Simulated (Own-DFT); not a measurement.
# One host, several defects: C40 NbSi2

Source: density functional calculations with Own-DFT, an unreviewed in-house program that is no longer used. Nothing was measured or relaxed, and spin and spin-orbit coupling are left out.

All runs used: PBE; PseudoDojo norm-conserving scalar-relativistic files; cutoff 42 hartree; 4 x 4 x 5 k mesh centred on Gamma; cold (Marzari-Vanderbilt) smearing of 0.2 eV.

Caveats: forces on such cells failed a check on a denser k mesh; stress not checked against mesh or cutoff.

All runs share one cell, with vectors in Å (0.000, 8.324, 0.000); (-9.613, 0.000, 0.000); (0.000, 0.000, 6.586) and a volume of 527.0 Å³. Atoms were moved at random from their sites; u is the rms move along one axis. The defect's site can differ from row to row.

| cell | formula | u (Å) | P (GPa) |
|---|---|---|---|
| no defect | Nb12Si24 | 0.0199 | 1.52 |
| no defect | Nb12Si24 | 0.0207 | 1.49 |
| no defect | Nb12Si24 | 0.0484 | 2.46 |
| two Nb on a Si site each | Nb14Si22 | 0.0311 | 7.58 |
| two Nb on a Si site each | Nb14Si22 | 0.0532 | 8.46 |
| two Nb on a Si site each | Nb14Si22 | 0.0551 | 8.79 |
| two Nb vacancies | Nb10Si24 | 0.0283 | 0.05 |
| two Nb vacancies | Nb10Si24 | 0.0326 | 0.14 |
| two Nb vacancies | Nb10Si24 | 0.0512 | 0.39 |
| two Si on a Nb site each | Nb10Si26 | 0.0265 | 1.64 |
| two Si on a Nb site each | Nb10Si26 | 0.0280 | 1.57 |
| two Si on a Nb site each | Nb10Si26 | 0.0444 | 1.95 |
| two Si on a Nb site each | Nb10Si26 | 0.0496 | ? |
| one Si vacancy | Nb12Si23 | 0.0241 | 0.73 |
| one Si vacancy | Nb12Si23 | 0.0306 | 1.12 |
| one Si vacancy | Nb12Si23 | 0.0550 | 1.74 |

## Working it out

P = P0 + c u² + a shift for each defect gives P0 = 1.41 GPa, c = 397 ± 50 GPa/Å² and a scatter of 0.17 GPa. The shifts, and each times the cell's volume:

- two Nb on a Si site each: 5.97 ± 0.15 GPa, 19.6 eV (9.8 eV for each of its 2 sites)
- two Si on a Nb site each: -0.14 ± 0.14 GPa, -0.5 eV (-0.2 eV for each of its 2 sites) (not resolved)
- one Si vacancy: -0.81 ± 0.14 GPa, -2.7 eV
- two Nb vacancies: -1.81 ± 0.14 GPa, -5.9 eV (-3.0 eV for each of its 2 sites)

Positive is outwards. The product with the volume (160.2 GPa Å³ to the eV) is nearly free of the cell's size; divided by the bulk modulus at the cell's pressure it gives the volume that the defect adds. The atoms around the defects weren't relaxed, which would change these numbers.

## Withheld run

Asked: what pressure belongs in the blank (two Si on a Nb site each, u = 0.0496 Å)?

Estimate: 2.24 ± 0.20 GPa. Computed: 2.31 GPa.
